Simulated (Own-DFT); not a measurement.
# One host, several defects: L1_0 TiAl

Everything here is calculated. The program is Own-DFT (plane waves, in-house, since retired, never reviewed by a person); positions were held fixed, and spin and spin-orbit coupling were off.

Settings: PBE; PseudoDojo norm-conserving scalar-relativistic files; cutoff 42 hartree; 4 x 4 x 4 k mesh centred on Gamma; cold (Marzari-Vanderbilt) smearing of 0.2 eV.

Keep in mind: forces on such cells failed a check on a denser k mesh; stress not checked against mesh or cutoff.

All runs share one cell, with vectors in Å (5.622, 5.622, 0.000); (-5.622, 5.622, 0.000); (0.000, 0.000, 8.133) and a volume of 514.0 Å³. The atoms are randomly displaced, by u rms on each axis. The defect's site can differ from row to row.

```
            cell   formula   u (Å)  P (GPa)
       no defect  Al16Ti16  0.0209     1.20
       no defect  Al16Ti16  0.0215     1.17
       no defect  Al16Ti16  0.0524     1.88
two Al vacancies  Al14Ti16  0.0325    -0.64
two Al vacancies  Al14Ti16  0.0490    -0.23
two Al vacancies  Al14Ti16  0.0512    -0.05
  one Ti vacancy  Al16Ti15  0.0275        ?
  one Ti vacancy  Al16Ti15  0.0277     0.51
  one Ti vacancy  Al16Ti15  0.0287     0.47
  one Ti vacancy  Al16Ti15  0.0300     0.51
```

## What the rows give

P = P0 + c u² + a shift for each defect gives P0 = 1.03 GPa, c = 317 ± 21 GPa/Å² and a scatter of 0.05 GPa. The shifts, and each times the cell's volume:

- one Ti vacancy: -0.80 ± 0.04 GPa, -2.6 eV
- two Al vacancies: -1.98 ± 0.04 GPa, -6.3 eV (-3.2 eV for each of its 2 sites)

A positive shift means that the defect pushes the cell outwards. Shift times volume (160.2 GPa Å³ is 1 eV) depends little on the cell's size, so, taken for each site, it can be compared between cells at like pressure. The atoms around the defects weren't relaxed, which would change these numbers.

## Test on the hidden row

The question: what pressure belongs in the blank (one Ti vacancy, u = 0.0275 Å)?

The fit gives 0.47 ± 0.05 GPa. The hidden result is 0.53 GPa.
